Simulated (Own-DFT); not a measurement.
## Calculated data, Si12O23 (quartz with two neutral oxygen vacancies, atoms displaced), Si12O23 (quartz with two neutral oxygen vacancies, strained, atoms displaced)

Computed with Own-DFT development build. A calculation, not a measurement: plane-wave PBE and HSE06 DFT by an unreviewed code, no spin, of a simulated cell at Gamma alone, so results move with cell size and shape, stress positive in tension, energies less offsets, not probed for a lower state with spin; oxygen file: force components 24 meV/angstrom off all-electron in a glass; k mesh not checked against a denser one; forces and stress are PBE's, HSE06 gives the energy alone, and its difference from PBE has offsets of its own; offsets are fitted by least squares, one for each functional and potential file, so energies compare only between cells with the same atoms and settings and are not formation energies; the far tail of each file's local potential was reset to the Coulomb form; each entry is a single point on an unrelaxed cell, so the pressure reflects the starting lattice, mostly measured values (interpolated for alloys), from which strain is counted, and rises with the displacements; printed positions are rounded, which can move forces by about a meV/angstrom; the program, named Own-DFT, is a retired in-house code; no spin-orbit coupling.

Common to all runs: first functional PBE; second functional HSE06; exact exchange share 0.25; screening 0.11 1/bohr; exchange divergence Gygi-Baldereschi; potential files PseudoDojo norm-conserving, scalar-relativistic, made for PBE, standard set; wave cutoff 48 hartree; occupations fixed; k mesh 1 x 1 x 1 centred on Gamma.

(1) Si12O23 (quartz with two neutral oxygen vacancies, atoms displaced)

```
Si12O23
1.0
      9.8268     0.0000     0.0000
     -4.9134     8.5103     0.0000
      0.0000     0.0000    10.8104
Si O Si O Si O Si O Si O Si O Si O Si O
3 6 3 5 3 6 3 6 3 6 3 5 3 6 3 6
Direct
  0.23365 0.00324 0.99962
  0.00192 0.23496 0.33369
  0.26261 0.26045 0.16438
  0.20603 0.13163 0.06068
  0.42353 0.29159 0.22717
  0.37007 0.07523 0.39049
  0.07096 0.36559 0.43844
  0.13280 0.20765 0.27545
  0.29482 0.43325 0.10077
  0.23267 0.00081 0.49784
  0.99391 0.22710 0.83304
  0.26210 0.27065 0.66723
  0.20347 0.13316 0.56280
  0.42683 0.29179 0.72833
  0.07258 0.36515 0.94155
  0.13419 0.20800 0.77595
  0.30487 0.42746 0.60882
  0.23166 0.49896 0.00133
  0.99477 0.72785 0.33043
  0.26410 0.76618 0.17111
  0.20691 0.63481 0.05630
  0.41844 0.79118 0.22843
  0.37035 0.57304 0.39379
  0.07818 0.87086 0.44057
  0.13405 0.70727 0.26999
  0.29250 0.92432 0.10618
  0.23389 0.49876 0.50520
  0.00416 0.73643 0.83088
  0.26560 0.76359 0.66015
  0.20703 0.63552 0.55584
  0.43056 0.79437 0.72253
  0.36595 0.57049 0.88957
  0.07474 0.86834 0.94085
  0.13307 0.70711 0.77063
  0.29117 0.92150 0.60844
  0.73313 0.99396 0.99971
  0.50063 0.22967 0.33304
  0.76518 0.25620 0.16454
  0.70617 0.13709 0.06021
  0.92638 0.29689 0.22822
  0.86843 0.07202 0.39434
  0.56825 0.36012 0.43967
  0.63896 0.21227 0.26653
  0.79381 0.42772 0.10679
  0.73050 0.99908 0.50006
  0.50234 0.23531 0.83733
  0.77113 0.27113 0.67067
  0.70292 0.13178 0.56420
  0.92088 0.28791 0.72537
  0.86476 0.06661 0.89443
  0.62929 0.20807 0.77725
  0.79446 0.42513 0.60283
  0.73685 0.50249 0.99557
  0.49332 0.73014 0.33397
  0.76484 0.76250 0.17052
  0.70356 0.63662 0.05742
  0.92411 0.78866 0.22731
  0.86173 0.56814 0.39530
  0.57721 0.86933 0.43768
  0.63407 0.70046 0.27208
  0.79418 0.92743 0.10464
  0.73481 0.50192 0.49624
  0.49641 0.72976 0.83344
  0.76430 0.76161 0.66512
  0.70757 0.63167 0.56174
  0.92094 0.79526 0.72438
  0.87055 0.57412 0.88999
  0.57094 0.86471 0.94207
  0.63068 0.70645 0.77878
  0.79178 0.92419 0.60489
```

The calculation gives: PBE energy of cell above offsets -20.763 eV; HSE06 less PBE above offsets 0.016 eV; PBE pressure 7.43 GPa; PBE stress xx -8.87 GPa; PBE stress yy -6.88 GPa; PBE stress zz -6.53 GPa; PBE stress yz 0.02 GPa; PBE stress xz 0.41 GPa; PBE stress xy -0.61 GPa.

Force:
```csv
element,x (eV/Å),y (eV/Å),z (eV/Å)
Si,3.869,0.249,-1.923
Si,-1.902,-0.727,-0.47
Si,-0.614,2.969,0.867
O,-1.796,0.464,0.07
O,0.474,-0.015,0.063
O,-1.116,-2.861,1.563
O,0.759,1.788,1.938
O,1.594,-0.212,-1.089
O,2.741,-3.219,3.512
Si,2.131,1.672,1.827
Si,0.322,1.713,1.163
Si,3.555,-3.995,2.056
O,0.079,-0.152,-0.453
O,-1.081,0.074,-0.63
O,-1.042,-1.611,-1.242
O,-0.425,-0.278,0.024
O,-2.385,4.096,-2.337
Si,-0.443,1.428,-2.734
Si,1.125,1.256,1.807
Si,-0.409,-0.684,-4.687
O,-0.722,1.261,1.131
O,3.238,0.366,1.505
O,-1.39,-2.442,1.85
O,-1.82,-3.399,-2.371
O,-2.388,-1.329,2.645
O,-0.472,1.091,-0.213
Si,1.109,-0.885,-1.915
Si,-1.923,0.61,0.022
Si,0.869,0.163,3.442
O,-0.192,-1.334,-0.993
O,-0.639,-0.28,-0.271
O,-1.161,-1.564,0.938
O,-0.918,-0.854,-0.789
O,1.438,-0.269,-0.894
O,-1.418,2.903,-2.025
Si,-1.772,1.4,0.284
Si,0.458,2.332,-2.086
Si,-0.595,4.988,0.04
O,1.246,-4.091,-3.658
O,1.65,-0.067,0.581
O,-0.228,-0.063,0.021
O,0.524,1.454,0.875
O,-2.133,-1.275,2.599
O,0.306,-0.268,0.088
Si,1.6,1.615,0.904
Si,-3.185,0.98,4.064
Si,-4.607,-2.219,-1.712
O,-0.055,0.223,0.026
O,3.858,0.6,1.832
O,0.312,0.115,-0.705
O,3.811,-0.416,-2
O,-0.15,0.907,-0.062
Si,-1.471,-2.666,-0.058
Si,2.308,2.237,-1.289
Si,-0.914,0.665,-2.943
O,0.511,-0.218,-0.232
O,0.682,0.691,-0.143
O,2.141,1.7,-2.613
O,-1.619,-1.934,-1.257
O,-2.768,-0.171,2.1
O,1.242,-0.984,2.008
Si,-1.683,-3.124,2.375
Si,-0.796,1.75,0.162
Si,-3.192,0.76,1.298
O,-0.587,-0.796,-1.117
O,3.623,0.206,1.959
O,0.604,0.346,-0.499
O,-0.786,-0.607,-0.399
O,2.698,-0.077,-1.944
O,-0.077,0.01,0.11
```

(2) Si12O23 (quartz with two neutral oxygen vacancies, strained, atoms displaced)

```
Si12O23
1.0
      9.7190     0.0960     0.0960
     -4.7764     8.5326    -0.1259
      0.1056    -0.0990    10.9353
Si O Si O Si O Si O Si O Si O Si O Si O
3 6 3 6 3 6 3 6 3 6 3 5 3 5 3 6
Direct
  0.23889 0.00045 0.99263
  0.98217 0.22650 0.33545
  0.26958 0.27345 0.16919
  0.21295 0.13750 0.07371
  0.42558 0.29566 0.22059
  0.36550 0.06500 0.40516
  0.08654 0.38034 0.43494
  0.13446 0.19408 0.27501
  0.28404 0.41425 0.10403
  0.24139 0.01242 0.49839
  0.99510 0.23779 0.82816
  0.26850 0.27090 0.67293
  0.20925 0.13822 0.55647
  0.41526 0.29656 0.72129
  0.37183 0.07799 0.89241
  0.07459 0.37388 0.93142
  0.13063 0.21455 0.78914
  0.31387 0.44548 0.60176
  0.22321 0.48706 0.00649
  0.00518 0.73114 0.34086
  0.26857 0.77254 0.15602
  0.21276 0.64919 0.05758
  0.40771 0.78673 0.21973
  0.36127 0.57382 0.39515
  0.08273 0.87136 0.43512
  0.12732 0.69314 0.28322
  0.29057 0.93863 0.09980
  0.22715 0.49625 0.49201
  0.00623 0.76485 0.83099
  0.26018 0.77496 0.65497
  0.20741 0.62715 0.55995
  0.42188 0.79367 0.71250
  0.36439 0.57596 0.89505
  0.07222 0.86808 0.95184
  0.14711 0.70605 0.76839
  0.29986 0.92421 0.61024
  0.73407 0.98738 0.98799
  0.49839 0.22568 0.33786
  0.75442 0.26581 0.15414
  0.70643 0.13375 0.06335
  0.91857 0.27557 0.22194
  0.87445 0.07814 0.39308
  0.57176 0.36222 0.44175
  0.63400 0.20706 0.27114
  0.79067 0.42438 0.10817
  0.72763 0.99339 0.50246
  0.51006 0.24399 0.83306
  0.77557 0.27361 0.67037
  0.70259 0.14337 0.57803
  0.92594 0.31420 0.71887
  0.86190 0.07272 0.89223
  0.62636 0.20529 0.77362
  0.78232 0.41546 0.59249
  0.73794 0.50307 0.99256
  0.51279 0.73851 0.34146
  0.77255 0.77500 0.16772
  0.90660 0.78271 0.22330
  0.86630 0.56414 0.40464
  0.58002 0.87238 0.45280
  0.63099 0.69677 0.27488
  0.78064 0.93534 0.11247
  0.74358 0.50526 0.50356
  0.50106 0.73465 0.82785
  0.75945 0.75888 0.66990
  0.69882 0.62766 0.57195
  0.92326 0.79744 0.72220
  0.86848 0.58487 0.89237
  0.57407 0.86997 0.95347
  0.63577 0.69606 0.78484
  0.78746 0.92304 0.61175
```

It finds PBE energy of cell above offsets -4.234 eV; HSE06 less PBE above offsets 0.826 eV; PBE pressure 11.49 GPa; PBE stress xx -17.68 GPa; PBE stress yy -9.13 GPa; PBE stress zz -7.66 GPa; PBE stress yz -3.07 GPa; PBE stress xz -0.95 GPa; PBE stress xy -3.56 GPa.

Force:
```csv
element,x (eV/Å),y (eV/Å),z (eV/Å)
Si,-2.228,4.804,2.022
Si,5.902,6.888,-3.772
Si,-0.875,-4.564,3.162
O,0.523,-3.324,-4.604
O,4.697,-0.117,3.655
O,5.293,3.488,-6.027
O,-6.411,-8.794,-4.82
O,-2.687,1.047,1.458
O,-1.62,4.215,-1.267
Si,-1.861,-5.857,4.389
Si,-5.103,1.173,1.759
Si,-8.873,0.995,-5.22
O,-2.43,2.432,2.768
O,10,0.458,5.446
O,0.306,0.746,-1.475
O,-1.999,-0.923,0.324
O,5.962,-0.838,-4.408
O,-0.614,-3.252,0.963
Si,0.503,5.189,-2.266
Si,-3.84,-1.1,-1.15
Si,-5.454,2.305,2.889
O,0.308,-5.813,-4.244
O,8.25,0.964,5.562
O,3.147,3.515,-3.08
O,-0.725,1.008,1.572
O,2.999,0.632,-3.729
O,3.038,-3.244,3.616
Si,6.158,4.528,5.779
Si,3.881,-5.977,0.445
Si,5.026,-10.4,3.298
O,-2.58,2.537,0.698
O,4.193,-0.236,2.933
O,-0.057,-0.031,0.571
O,-1.518,-0.344,-1.496
O,-5.72,0.856,3.108
O,-5.019,10.94,-5.98
Si,-0.361,5.432,6.492
Si,-2.313,2.359,-1.148
Si,3.084,-1.533,5.388
O,0.793,-3.935,-4.726
O,-1.713,0.987,-0.808
O,-3.538,-7.128,5.41
O,0.195,0.944,0.296
O,0.396,-0.658,-0.035
O,-1.442,4.127,-2.47
Si,4.319,8.521,4.328
Si,-5.538,2.451,3.116
Si,-10.4,0.484,-1.308
O,2.271,-7.286,-6.042
O,10.71,1.027,6.188
O,2.17,2.422,-3.55
O,5.793,-0.193,-2.864
O,2.864,-1.341,4.711
Si,-2.948,-0.492,2.194
Si,-5.872,-2.109,-0.964
Si,-9.119,-2.272,-6.138
O,11.99,0.506,7.006
O,3.074,4.391,-4.507
O,-4.58,-5.836,-4.473
O,0.94,0.574,-0.684
O,1.911,-1.478,0.904
Si,-6.502,-2.705,-0.775
Si,-4.645,-0.091,1.242
Si,-2.294,1.677,0.623
O,0.153,-1.44,-2.197
O,1.746,1.345,0.347
O,1.869,2.693,-2.436
O,-4.311,-6.215,-5.1
O,0.794,0.736,-0.669
O,-0.07,0.136,-0.23
```

(3) Si12O23 (quartz with two neutral oxygen vacancies, strained, atoms displaced)

```
Si12O23
1.0
      9.7200    -0.1810     0.1269
     -5.0167     8.5288     0.0374
      0.1396     0.1280    10.7701
Si O Si O Si O Si O Si O Si O Si O Si O
3 6 3 6 3 6 3 5 3 6 3 6 3 6 3 5
Direct
  0.23987 0.99310 0.00495
  0.01892 0.26226 0.33312
  0.27645 0.27659 0.16787
  0.20813 0.12848 0.05652
  0.43748 0.31235 0.22688
  0.35177 0.06036 0.39143
  0.05865 0.36319 0.44743
  0.13984 0.21611 0.27053
  0.29413 0.42693 0.10428
  0.22497 0.99852 0.50562
  0.99195 0.22270 0.82983
  0.27143 0.26872 0.66745
  0.20402 0.11224 0.56702
  0.41610 0.28974 0.71423
  0.36249 0.08247 0.88878
  0.07970 0.37938 0.94260
  0.13209 0.21498 0.78205
  0.30370 0.42854 0.61679
  0.23388 0.50267 0.00196
  0.00014 0.73328 0.34379
  0.26951 0.77075 0.17667
  0.21143 0.63755 0.07259
  0.43047 0.79058 0.21842
  0.36493 0.56550 0.39434
  0.06837 0.86956 0.44347
  0.12936 0.70496 0.29682
  0.30562 0.91942 0.10572
  0.22927 0.48573 0.49122
  0.01777 0.74785 0.82786
  0.26869 0.76172 0.66849
  0.19695 0.62552 0.56196
  0.34990 0.54900 0.88585
  0.07876 0.87461 0.95272
  0.12839 0.70660 0.77783
  0.30708 0.92293 0.60840
  0.75296 0.01266 0.00849
  0.50198 0.23248 0.33259
  0.76122 0.26039 0.17145
  0.70856 0.13663 0.05431
  0.92535 0.28649 0.21442
  0.86529 0.06635 0.38298
  0.56047 0.36073 0.44395
  0.63473 0.21578 0.26728
  0.77987 0.42324 0.12680
  0.74715 0.99454 0.49659
  0.49478 0.23617 0.83694
  0.76792 0.25778 0.66803
  0.70220 0.12982 0.55529
  0.92553 0.29638 0.71574
  0.86680 0.07270 0.89193
  0.56068 0.36791 0.93767
  0.63156 0.21025 0.77748
  0.79781 0.42293 0.60693
  0.73147 0.49163 0.01228
  0.49357 0.73332 0.32761
  0.77320 0.76121 0.17325
  0.71156 0.61777 0.05337
  0.93019 0.77866 0.22600
  0.87128 0.57403 0.38902
  0.57275 0.88186 0.45380
  0.63512 0.70016 0.27273
  0.79245 0.91524 0.10044
  0.73933 0.50330 0.50758
  0.50497 0.73524 0.83477
  0.76772 0.76865 0.67799
  0.70715 0.62238 0.56514
  0.91468 0.78778 0.72848
  0.88717 0.59382 0.89483
  0.57951 0.87771 0.93348
  0.78597 0.90850 0.59356
```

Results for Si12O23 (quartz with two neutral oxygen vacancies, strained, atoms displaced): PBE energy of cell above offsets -5.808 eV; HSE06 less PBE above offsets 0.159 eV; PBE pressure 15.16 GPa; PBE stress xx -21.96 GPa; PBE stress yy -14.55 GPa; PBE stress zz -8.97 GPa; PBE stress yz 4.55 GPa; PBE stress xz 4.07 GPa; PBE stress xy -2.59 GPa.

Force:
```csv
element,x (eV/Å),y (eV/Å),z (eV/Å)
Si,0.588,3.383,1.555
Si,-2.466,-7.728,-4.618
Si,1.195,-2.83,-3.908
O,0.064,2.154,2.92
O,2.357,-0.673,1.193
O,1.776,2.133,-2.347
O,-1.295,0.4,1.4
O,-1.463,-0.218,2.551
O,-0.108,1.634,0.133
Si,8.541,-7.402,-2.525
Si,-2.908,9.71,-0.045
Si,-8.046,-4.643,-2.299
O,-7.243,9.694,6.433
O,11.64,0.626,6.246
O,-1.086,-5.455,1.764
O,-4.185,-5.855,-2.975
O,5.58,-1.034,-3.207
O,-3.326,2.82,-4.811
Si,-0.157,1.548,2.559
Si,-2.117,5.076,-0.872
Si,-2.502,-4.371,1.062
O,0.116,-1.303,-0.71
O,2.293,0.844,1.298
O,1.912,1.223,-3.275
O,-1.989,-1.495,0.094
O,7.487,0.417,-4.128
O,-1.372,4.035,-1.384
Si,-0.751,3.596,9.474
Si,-8.943,3.077,5.453
Si,3.725,-1.549,0.979
O,1.428,-1.833,-1.208
O,3.269,3.943,-2.136
O,-2.416,-4.188,-3.929
O,8.315,-1.43,-3.968
O,-2.417,2.312,-1.872
Si,-3.64,-3.917,-0.93
Si,-4.379,0.796,2.405
Si,3.537,1.196,-6.02
O,-0.605,1.2,1.534
O,2.983,0.879,2.339
O,2.475,3.655,-2.394
O,1.496,0.676,0.246
O,-2.38,-3.769,4.79
O,0.575,0.784,-1.597
Si,-4.33,3.522,0.563
Si,1.153,4.43,-4.873
Si,-6.455,-0.854,-3.624
O,1.788,-0.271,0.629
O,7.51,-0.181,4.477
O,-0.059,-3.389,0.412
O,1.374,1.711,1.76
O,0.58,-0.273,-0.033
O,-0.108,0.367,-0.353
Si,5.228,-4.486,-6.665
Si,3.063,2.389,3.578
Si,0.694,-1.228,-4.826
O,-6.579,9.766,5.955
O,0.471,1.212,-0.218
O,-3.051,-6.186,3.452
O,-2.569,-5.891,-4.98
O,-3.111,-0.387,2.424
O,1.095,-0.146,1.404
Si,1.326,-4.911,-2.443
Si,-0.674,-0.771,-2.868
Si,-7.945,-4.09,-2.154
O,-2.907,4.29,2.96
O,7.656,1.938,3.07
O,-2.64,-5.222,3.389
O,0.513,0.224,1.381
O,2.415,0.32,2.312
```
